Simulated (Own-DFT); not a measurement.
Si$_{3}$N$_{4}$ (beta silicon nitride, strained, atoms displaced) (calculated)

A calculation, not a measurement: plane-wave PBE density functional theory by an unreviewed code, no spin, of a simulated periodic cell, stress positive in tension, free energy of the whole cell less one offset for each atom, forces on such cells moved up to 12 meV/angstrom on a denser k mesh; offsets are fitted by least squares, one for each functional and potential file, so energies compare only between cells with the same atoms and settings and are not formation energies; the far tail of each file's local potential was reset to the Coulomb form; each entry is a single point on an unrelaxed cell, so the pressure reflects the starting lattice, mostly measured values (interpolated for alloys), from which strain is counted, and rises with the displacements; printed positions are rounded, which can move forces by about a meV/angstrom; the program, named Own-DFT, is a retired in-house code; no spin-orbit coupling; before rounding, a Quantum ESPRESSO 7.3.1 run of the same cell and cutoff gave forces within 1 meV/angstrom rms on each cell, which checks the program and not the settings. Program: Own-DFT development build.

```xyz
112
Lattice="15.0870 -0.0377 0.2371 -7.5762 13.0665 -0.2473 0.0907 -0.0569 5.9050" Properties=species:S:1:pos:R:3:force_x:R:1:force_y:R:1:force_z:R:1 formula=Si3N4 functional=PBE potential_files=PseudoDojo_norm-conserving,scalar-relativistic,standard_set wave_cutoff=42 occupations=Fermi-Dirac smearing_width=0.1 k_mesh=2_x_2_x_4_centred_on_Gamma free_energy_of_cell_above_offsets=-5.993 pressure=8.95 stress_xx=-10.12 stress_yy=-11.6 stress_zz=-5.14 stress_yz=-2.95 stress_xz=5.4 stress_xy=-1.31
Si    -1.7322     5.0512     0.6718      5.353     -1.034      0.186
Si     0.2069     2.6453     0.8102     -1.231        0.8     -4.619
Si     1.3882     5.3799     0.7630     -0.675     -2.503     -4.342
Si     5.4233     1.4352     2.2755      1.074      3.261     -0.905
Si     3.6669     3.7983     2.1992     -3.461       0.58      0.006
Si     2.3915     1.1172     2.2723      2.181      0.619     -1.079
N      2.3669     0.3054     0.7628     -0.306       -2.9     -0.567
N      6.2027     1.9266     0.7455     -0.078     -0.816      0.687
N      2.7299     4.3060     0.6744      1.885     -0.159      1.974
N      1.4337     6.1981     2.1612      0.127      4.786      2.473
N     -2.3708     4.6074     2.1247     -2.134      -1.59      1.398
N      1.0108     2.1503     2.1577      0.593     -0.844      2.464
N     -0.0028     4.3189     0.6903     -1.485      1.154      0.648
N      3.9125     2.1209     2.1898     -3.572     -0.027      0.342
Si    -1.5470     4.8654     3.5840     -1.027      2.128      1.401
Si     0.1912     2.5634     3.6057      1.622      1.176      3.029
Si     1.3042     5.3073     3.5879      4.965      1.042      3.251
Si     5.4568     1.3857     5.1799     -1.855      4.298      1.361
Si     3.6691     3.8178     5.0964     -2.369       0.56       2.05
Si     2.4088     1.1354     5.1652      3.059      0.248      1.514
N      2.3919     0.2138     3.7468      -0.26     -1.655     -1.378
N      6.1476     1.9803     3.7534      2.208     -0.325       -0.3
N      2.8258     4.3235     3.7553     -1.151      0.588     -3.939
N      1.4434     6.1859     5.1405      0.283      2.729      -0.83
N     -2.2793     4.5232     5.1553      -2.93     -1.459     -3.504
N      1.1117     2.1142     5.1424     -4.415      1.746     -0.455
N      0.0108     4.3722     3.6637     -1.226     -5.584     -0.455
N      3.8281     2.1880     5.1498      1.303     -3.581      0.081
Si    -5.4042    11.5437     0.3999      3.484      2.469      6.368
Si    -3.6247     9.1656     0.7350      0.559       1.58     -5.811
Si    -2.4027    11.9249     0.6074     -1.027      1.495     -1.118
Si     1.5954     8.0312     2.2205      -1.01     -1.186     -0.743
Si    -0.1496    10.3206     2.0749     -2.781      4.822      1.548
Si    -1.4210     7.5700     2.1750       0.99      0.818     -1.675
N     -1.4203     6.6857     0.6297     -0.201      2.248      0.915
N      2.3730     8.4854     0.7686      0.836     -0.021     -1.326
N     -1.1026    10.9025     0.6492      3.317     -1.342      0.652
N     -2.4078    12.9050     2.0498      0.126     -3.618      0.066
N     -6.1353    11.0240     1.9737     -0.193      0.876     -0.129
N     -2.7665     8.6996     2.0114      1.339     -1.512      4.102
N     -3.7242    10.8958     0.4693     -2.943      -0.67      0.452
N     -0.0288     8.7255     2.1584      0.308     -4.886      0.204
Si    -5.3605    11.5191     3.4561      0.005      0.806     -0.618
Si    -3.5667     9.1617     3.5146      2.704      1.173      1.958
Si    -2.4418    12.0084     3.5418      1.767     -2.849     -1.212
Si     1.6508     8.0084     5.0685      -0.25     -3.455      4.302
Si    -0.1779    10.3663     5.0907     -0.312     -0.254     -0.585
Si    -1.3753     7.5885     5.0623      3.313     -0.981      0.276
N     -1.3561     6.5909     3.5956     -0.499      1.917      0.084
N      2.3879     8.5577     3.7094     -1.023     -1.505     -2.759
N     -1.0462    10.9042     3.7012      0.863     -0.209     -2.722
N     -2.3809    12.8555     4.9488      -0.08     -1.953      3.168
N     -6.1622    11.1412     5.0255     -1.727     -1.579     -5.512
N     -2.6187     8.6359     5.1030     -4.266      1.878     -1.254
N     -3.7475    10.9220     3.4607     -0.997     -1.622       0.23
N      0.1235     8.6268     5.0549     -3.206      0.864      0.298
Si     5.8637     4.9776     0.7739      3.097      0.086     -0.282
Si     7.7683     2.6107     0.8335      0.553      0.299      1.399
Si     8.8684     5.3961     0.7791       0.11     -1.698      1.554
Si    12.9043     1.4742     2.4325     -2.706     -2.308     -0.706
Si    11.1078     3.8722     2.4208      1.742     -2.565     -4.992
Si     9.9807     1.0494     2.2692     -1.264      1.989      4.416
N      9.9335     0.2300     0.8590     -0.624     -2.691     -1.565
N     13.6097     1.9491     0.9650      2.399      0.335     -0.401
N     10.2932     4.2976     0.9151     -0.598      1.748     -0.205
N      8.8694     6.3675     2.3051      0.192     -5.272     -0.845
N      5.1801     4.5192     2.2551      0.289      0.665       0.27
N      8.5803     2.2095     2.4233      1.797      -2.58     -4.984
N      7.5527     4.2903     0.7951     -1.532      1.802     -0.115
N     11.2714     2.1430     2.4223      2.187      0.116     -0.143
Si     5.9368     4.9652     3.7680      3.771      0.993     -2.899
Si     7.8251     2.5538     3.8054     -1.532      0.714      1.911
Si     8.9368     5.3391     3.6772     -0.031     -0.722      2.319
Si    12.9771     1.4353     5.3480     -2.874     -0.622      2.931
Si    11.1761     3.8048     5.3555     -0.293     -0.747     -1.046
Si     9.9229     1.0974     5.2857      3.226     -1.901     -0.305
N      9.8952     0.1722     3.8596      0.031      -1.83     -1.705
N     13.7112     1.7815     3.9207      2.342      1.798     -2.211
N     10.4040     4.3185     3.7405     -2.791      2.766      6.208
N      8.9341     6.2812     5.2882      0.841     -1.713     -2.233
N      5.1965     4.5382     5.1589     -0.026      0.126      2.444
N      8.7100     2.1597     5.2842      -3.32      1.344     -0.155
N      7.6339     4.2326     3.7377      -1.93      2.592      0.354
N     11.3329     2.0776     5.3333      1.678      0.845     -0.141
Si     2.2204    11.5080     0.6698      0.465      0.737     -1.281
Si     4.0318     9.1071     0.7010     -1.445      2.089      1.435
Si     5.1019    11.9330     0.6618      0.926     -1.167      0.171
Si     9.2533     7.9041     2.2318     -4.336      4.753      2.433
Si     7.2771    10.4032     2.2837      2.146     -2.245     -5.191
Si     6.1121     7.6680     2.1980      3.157      0.304      2.008
N      6.2015     6.7101     0.7993     -1.325     -1.603     -0.773
N      9.9039     8.4008     0.8184      2.406      1.127     -1.679
N      6.4450    10.8874     0.7411      2.385     -1.107     -0.545
N      5.1176    12.7000     2.1354      0.263      3.954      2.561
N      1.3853    11.1104     2.1188     -0.552     -0.732      0.159
N      4.8217     8.7524     2.2597      -0.91     -1.168     -2.231
N      3.8209    10.8660     0.5893     -2.435     -1.434      0.499
N      7.5512     8.6754     2.2221       0.59     -0.177      0.122
Si     2.1506    11.4279     3.6685      3.733      3.025     -3.932
Si     3.9260     9.0906     3.6333      3.877      1.606      2.396
Si     5.1774    11.8666     3.7028     -1.746     -0.732     -2.091
Si     9.2184     7.9282     5.2462     -1.384      0.978     -1.021
Si     7.4173    10.2758     5.1800     -2.793      0.133      0.454
Si     6.2040     7.5093     5.2195      0.568      1.706     -0.957
N      6.2002     6.7309     3.7000     -0.887     -2.285     -0.472
N     10.0117     8.3898     3.7222     -0.346     -0.396      1.125
N      6.5247    10.8527     3.6094      0.445      0.363      5.456
N      5.2146    12.7804     5.1282      0.251      1.163     -0.187
N      1.4473    11.0839     5.0468     -2.902     -1.618      4.862
N      4.8536     8.5969     5.1830      -0.32     -0.856     -1.944
N      3.8075    10.7686     3.6497     -1.101      1.765      0.137
N      7.5950     8.5474     5.1932      0.962      1.705     -0.043
```

Units: wave_cutoff in hartree; smearing_width, free_energy_of_cell_above_offsets in eV; pressure, stress_xx, stress_yy, stress_zz, stress_yz, stress_xz, stress_xy in GPa; force_x, force_y, force_z in eV/Å.
